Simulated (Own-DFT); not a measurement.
# One trend across several semiconductors

Calculated, not measured: single-point runs of Own-DFT, a retired in-house plane-wave DFT program that no person has reviewed, on unrelaxed cells, without spin or spin-orbit coupling.

Caveats (not all hold for every row): forces on such cells moved up to 12 meV/angstrom on a denser k mesh; k mesh not checked against a denser one; forces on such cells passed a denser k mesh, each cell not checked; stress not checked against mesh or cutoff.

All runs are PBE with PseudoDojo norm-conserving files; cutoff and k mesh are each material's own. Every cell starts from measured lattice constants and was given uniform random strains and small random moves of its atoms. Each triple is the change of volume in per cent, the rms move u in Å and the pressure in GPa.

- 3C SiC (C48Si48), 10.36 Å³/atom unstrained: (-3.00, 0.051, 13.23); (-0.16, 0.052, 6.34); (0.19, 0.046, 4.84); (0.58, 0.047, 4.26); (1.24, 0.050, 2.57); (1.82, 0.056, 2.36); (2.13, 0.048, 0.54)
- wurtzite AlN (Al64N64), 10.45 Å³/atom unstrained: withheld
- wurtzite GaN (Ga48N48), 11.42 Å³/atom unstrained: (-2.50, 0.046, 12.08); (-0.57, 0.052, 8.15); (0.87, 0.051, 5.55); (1.37, 0.049, 4.64); (2.24, 0.049, 2.82); (2.78, 0.053, 2.25); (3.89, 0.045, -0.07)
- diamond silicon (Si64), 20.02 Å³/atom unstrained: (-1.56, 0.048, 4.17); (-0.76, 0.049, 3.43); (-0.67, 0.051, 3.32); (0.00, 0.053, 2.73); (0.98, 0.054, 1.89); (2.77, 0.050, 0.11); (2.86, 0.048, -0.10)
- zincblende InP (In32P32), 25.27 Å³/atom unstrained: (-3.72, 0.046, 6.67); (-2.71, 0.053, 5.95); (-1.99, 0.049, 5.27); (-1.56, 0.051, 4.96); (0.57, 0.047, 3.25); (0.82, 0.054, 3.29); (1.90, 0.049, 2.44)
- grey tin (Sn64), 34.15 Å³/atom unstrained: (-2.59, 0.047, 5.10); (-1.88, 0.052, 4.99); (-1.53, 0.050, 4.60); (-0.14, 0.050, 3.76); (0.72, 0.052, 3.32); (1.26, 0.047, 3.00); (1.81, 0.048, 2.91)

## Analysis

Fit a line to each set against the fractional change of volume; B is minus its slope, and u is nearly the same within a set. To take it to zero pressure, assume that B rises by 4 GPa for each GPa: B0 = B - 4 x (mean pressure). The bond length of an ideal tetrahedral crystal with the unstrained volume v is d = (√3/4)(8 v)^(1/3). Cohen's empirical rule reads B0 = (1971 - 220 L) d^(-3.5) GPa, with L = 0 for group IV crystals and SiC and 1 for III-V compounds.

| material | L | d (Å) | B (GPa) | mean P (GPa) | B0 (GPa) | rule (GPa) |
|---|---|---|---|---|---|---|
| 3C SiC (C48Si48) | 0 | 1.888 | 240 ± 12 | 4.9 | 220 ± 12 | 213 |
| wurtzite AlN (Al64N64) | 1 | 1.893 | ? | ? | ? | 188 |
| wurtzite GaN (Ga48N48) | 1 | 1.950 | 188 ± 3 | 5.1 | 168 ± 3 | 169 |
| diamond silicon (Si64) | 0 | 2.352 | 95 ± 2 | 2.2 | 87 ± 2 | 99 |
| zincblende InP (In32P32) | 1 | 2.541 | 76 ± 2 | 4.5 | 58 ± 2 | 67 |
| grey tin (Sn64) | 0 | 2.810 | 55 ± 3 | 4.0 | 39 ± 3 | 53 |

A line through ln[B0/(1971 - 220 L)] against ln d has a slope of -4.3 ± 0.1 and a scatter of 3 %. Against the rule, B0 stands at 103 % for 3C SiC, 99 % for wurtzite GaN, 88 % for diamond silicon, 86 % for zincblende InP, 74 % for grey tin. PBE tends to make silicon and heavier crystals too soft, and the rule itself is only a guide.

## Check

The question: what B0 does the fitted trend give for wurtzite AlN (Al64N64)?

Estimate: 193 GPa. Its own runs give B = 207 ± 11 GPa at a mean pressure of 5.2 GPa, so B0 = 186 GPa.
